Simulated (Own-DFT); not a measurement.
Si4SnGe11 (diamond-structure random alloy, strained, atoms displaced) (calculated)

All values are calculated (Own-DFT development build). A calculation, not a measurement: plane-wave density functional theory by an unreviewed code, no spin, of a simulated periodic cell, stress positive in tension, run twice, with PBE and with PBEsol, both on files made for PBE, so the change isn't that of files made for PBEsol, forces on such cells moved up to 12 meV/angstrom on a denser k mesh; the far tail of each file's local potential was reset to the Coulomb form; each entry is a single point on an unrelaxed cell, so the pressure reflects the starting lattice, mostly measured values (interpolated for alloys), from which strain is counted, and rises with the displacements; printed positions are rounded, which can move forces by about a meV/angstrom; the program, named Own-DFT, is a retired in-house code; no spin-orbit coupling; stress was not checked against mesh or cutoff.

### Si4SnGe11 (diamond-structure random alloy, strained, atoms displaced)

```cif
# cell vector a (Å): 11.6173 0.0000 0.0000
# cell vector b (Å): 0.0000 11.6173 0.0000
# cell vector c (Å): 0.0000 0.0000 11.3064
data_Si4SnGe11
_symmetry_space_group_name_H-M 'P 1'
_symmetry_Int_Tables_number 1
_cell_length_a 11.6173
_cell_length_b 11.6173
_cell_length_c 11.3064
_cell_angle_alpha 90.000
_cell_angle_beta 90.000
_cell_angle_gamma 90.000
_cell_volume 1525.93
loop_
_atom_site_label
_atom_site_type_symbol
_atom_site_fract_x
_atom_site_fract_y
_atom_site_fract_z
_atom_site_occupancy
Ge1 Ge 0.00704 0.99682 0.99976 1
Ge2 Ge 0.99509 0.25140 0.24567 1
Ge3 Ge 0.25886 0.99736 0.25120 1
Si1 Si 0.25279 0.24591 0.00863 1
Ge4 Ge 0.12795 0.13087 0.12614 1
Ge5 Ge 0.12605 0.37084 0.37374 1
Ge6 Ge 0.38048 0.12709 0.37518 1
Si2 Si 0.37786 0.37077 0.11718 1
Ge7 Ge 0.00652 0.99819 0.49966 1
Ge8 Ge 0.99873 0.24535 0.75940 1
Ge9 Ge 0.24963 0.00728 0.75362 1
Sn1 Sn 0.24394 0.24522 0.49575 1
Ge10 Ge 0.13788 0.12285 0.62846 1
Ge11 Ge 0.12284 0.37526 0.87818 1
Ge12 Ge 0.37159 0.13085 0.87631 1
Si3 Si 0.37411 0.37996 0.62585 1
Ge13 Ge 0.00210 0.49852 0.00723 1
Ge14 Ge 0.00869 0.75072 0.24480 1
Ge15 Ge 0.24748 0.51044 0.25139 1
Ge16 Ge 0.24813 0.75079 0.99808 1
Ge17 Ge 0.12890 0.62811 0.12427 1
Ge18 Ge 0.13051 0.88114 0.36634 1
Ge19 Ge 0.37362 0.61782 0.36919 1
Ge20 Ge 0.37717 0.87990 0.12546 1
Ge21 Ge 0.98725 0.49334 0.50446 1
Ge22 Ge 0.00190 0.74830 0.75410 1
Si4 Si 0.24577 0.50220 0.74794 1
Ge23 Ge 0.25499 0.75670 0.50036 1
Ge24 Ge 0.12242 0.62741 0.62295 1
Si5 Si 0.11752 0.87445 0.87682 1
Ge25 Ge 0.37843 0.62446 0.87481 1
Sn2 Sn 0.38006 0.88083 0.62415 1
Si6 Si 0.49486 0.99907 0.00159 1
Ge26 Ge 0.49693 0.25061 0.25495 1
Ge27 Ge 0.74504 0.99834 0.24751 1
Si7 Si 0.75466 0.24781 0.99769 1
Si8 Si 0.62269 0.13331 0.13068 1
Si9 Si 0.62121 0.37794 0.37193 1
Ge28 Ge 0.88296 0.11985 0.37361 1
Ge29 Ge 0.87773 0.37348 0.12969 1
Si10 Si 0.49207 0.00368 0.50212 1
Ge30 Ge 0.49708 0.25072 0.75279 1
Ge31 Ge 0.76147 0.99477 0.74115 1
Si11 Si 0.75224 0.24544 0.49757 1
Ge32 Ge 0.61533 0.13039 0.62687 1
Ge33 Ge 0.62068 0.37009 0.87411 1
Sn3 Sn 0.87922 0.12674 0.88271 1
Ge34 Ge 0.88090 0.37794 0.61965 1
Sn4 Sn 0.49314 0.49691 0.00036 1
Si12 Si 0.50223 0.75513 0.25208 1
Si13 Si 0.75633 0.49439 0.24574 1
Ge35 Ge 0.75533 0.75398 0.99440 1
Si14 Si 0.62255 0.62782 0.12655 1
Ge36 Ge 0.62687 0.87536 0.37511 1
Ge37 Ge 0.87037 0.61706 0.37119 1
Si15 Si 0.87791 0.86463 0.11646 1
Ge38 Ge 0.49460 0.49999 0.50558 1
Ge39 Ge 0.49880 0.75350 0.75516 1
Ge40 Ge 0.75459 0.50132 0.75120 1
Ge41 Ge 0.74694 0.74422 0.50396 1
Si16 Si 0.63026 0.62390 0.63034 1
Ge42 Ge 0.62335 0.88040 0.88530 1
Ge43 Ge 0.87426 0.61323 0.87107 1
Ge44 Ge 0.88124 0.87883 0.63162 1
```

| Item | Value |
| --- | --- |
| functional | PBE, then PBEsol |
| potential files | PseudoDojo norm-conserving, scalar-relativistic, standard set |
| wave cutoff | 49 hartree |
| occupations | Fermi-Dirac |
| smearing width | 0.1 eV |
| k mesh | 3 x 3 x 3 centred on Gamma |
| PBE pressure | 0.62 GPa |
| PBE stress xx | 0.13 GPa |
| PBE stress yy | -0.13 GPa |
| PBE stress zz | -1.86 GPa |
| PBE stress yz | 0.67 GPa |
| PBE stress xz | 0.5 GPa |
| PBE stress xy | -0.25 GPa |
| PBEsol pressure | -1.8 GPa |
| PBEsol stress xx | 2.53 GPa |
| PBEsol stress yy | 2.29 GPa |
| PBEsol stress zz | 0.57 GPa |
| PBEsol stress yz | 0.64 GPa |
| PBEsol stress xz | 0.49 GPa |
| PBEsol stress xy | -0.25 GPa |
| rms change of force components from PBE to PBEsol | 0.049 eV/Å |

Force:
```
force element  PBE force x (eV/Å)  PBE force y (eV/Å)  PBE force z (eV/Å)  PBEsol force x (eV/Å)  PBEsol force y (eV/Å)  PBEsol force z (eV/Å)
           Ge               0.288              -0.826               1.365                  0.269                 -0.736                  1.325
           Ge               0.859              -0.427               0.721                  0.837                 -0.411                  0.696
           Ge              -0.324               1.229              -0.308                 -0.317                   1.18                 -0.294
           Si              -0.071               0.991              -0.748                 -0.116                  0.921                 -0.769
           Ge               0.122              -0.874               0.238                  0.079                 -0.877                  0.255
           Ge               -1.66                1.85              -1.122                 -1.617                  1.782                 -1.088
           Ge               0.281              -1.274              -0.354                  0.235                 -1.204                 -0.381
           Si              -1.938              -1.155               2.215                 -1.854                 -1.096                  2.205
           Ge               0.263               0.161               0.291                  0.259                  0.162                  0.276
           Ge                1.69                1.67              -2.287                  1.647                  1.627                 -2.204
           Ge               -0.45              -0.959               1.248                 -0.414                  -0.88                  1.166
           Sn               1.798               1.046               0.505                  1.716                  0.974                   0.46
           Ge               -2.76              -0.657               0.982                 -2.663                 -0.651                  0.951
           Ge                0.95              -0.172               0.077                  0.856                  -0.17                   0.08
           Ge               0.226              -0.481               0.803                  0.222                 -0.472                  0.709
           Si              -0.295               0.002               0.777                 -0.247                 -0.028                  0.728
           Ge              -0.054               0.115              -0.302                 -0.051                  0.102                 -0.298
           Ge              -1.144               0.028               0.382                  -1.06                      0                  0.375
           Ge               0.022              -2.069              -0.837                  0.006                 -1.968                 -0.786
           Ge               0.294               0.502              -0.321                  0.307                  0.447                 -0.273
           Ge              -0.216              -0.087              -0.325                 -0.208                 -0.077                 -0.302
           Ge              -0.213              -0.733               0.808                  -0.19                 -0.706                  0.786
           Ge               0.908               1.699               0.853                   0.84                  1.617                  0.849
           Ge               0.252              -1.021               -0.25                  0.175                 -0.984                 -0.225
           Ge               2.223               1.512              -1.634                  2.136                  1.456                 -1.571
           Ge               -0.14              -0.082                0.11                 -0.168                 -0.111                  0.067
           Si               0.405              -0.137               0.125                  0.357                 -0.099                  0.156
           Ge              -1.242              -1.479              -1.314                 -1.209                  -1.43                 -1.276
           Ge                0.26              -0.305              -0.205                  0.221                 -0.263                 -0.208
           Si               1.147                0.03              -0.315                  1.118                  0.031                 -0.307
           Ge               -1.94               0.877              -1.374                 -1.854                  0.882                 -1.305
           Sn              -0.716               -0.23                1.05                 -0.752                 -0.274                  1.066
           Si               0.642               1.323               0.279                  0.599                  1.265                   0.25
           Ge               0.559               0.798              -0.808                  0.502                  0.735                 -0.747
           Ge               0.843               0.018               -0.63                  0.814                  0.004                 -0.551
           Si              -2.005               1.355               1.779                 -1.933                  1.362                  1.717
           Si               0.117              -0.642              -0.953                  0.104                 -0.628                  -0.87
           Si                0.92              -0.171               0.504                  0.835                  -0.17                  0.497
           Ge              -0.985               0.187               0.155                 -0.922                  0.162                  0.128
           Ge              -0.911               0.059              -1.056                 -0.803                  0.046                 -1.022
           Si               2.365               1.212              -1.584                  2.318                  1.195                 -1.554
           Ge              -0.533               0.535              -0.456                 -0.482                  0.485                 -0.411
           Ge              -2.481                   1               0.998                 -2.387                  0.956                  0.973
           Si              -0.493               0.639              -0.217                 -0.453                  0.599                 -0.186
           Ge               1.166              -0.789              -0.751                  1.119                 -0.753                 -0.678
           Ge               1.737              -0.326              -0.242                  1.644                 -0.297                 -0.264
           Sn              -0.896              -1.556              -0.267                 -0.799                 -1.554                 -0.315
           Ge              -1.785              -2.164               1.637                 -1.693                 -2.048                  1.598
           Sn               1.593               0.593               0.365                  1.557                  0.594                  0.263
           Si              -0.064              -0.733                -0.3                 -0.097                 -0.677                 -0.259
           Si              -1.727               0.479               0.196                 -1.618                  0.466                  0.186
           Ge              -0.615              -1.191               0.359                 -0.614                 -1.154                  0.289
           Si               1.154               0.487               0.667                  1.137                  0.474                  0.594
           Ge              -0.719               0.098               0.678                 -0.642                  0.105                  0.654
           Ge               0.362               0.634               0.018                   0.38                  0.627                  0.067
           Si               0.252               1.107               0.853                  0.249                  1.081                  0.825
           Ge               1.061               0.085              -0.208                      1                   0.11                 -0.241
           Ge               1.591              -1.002               0.431                  1.513                  -0.95                   0.45
           Ge              -1.057              -1.142              -0.865                 -0.977                 -1.121                 -0.807
           Ge               0.479               0.406              -0.076                  0.488                   0.42                 -0.109
           Si              -0.883               0.115               0.071                  -0.86                  0.115                  0.068
           Ge               0.303               0.086              -0.952                  0.332                  0.029                 -0.955
           Ge               0.714               1.306               1.019                  0.685                   1.27                  0.977
           Ge               0.469              -1.548              -1.498                  0.448                 -1.488                 -1.434
```
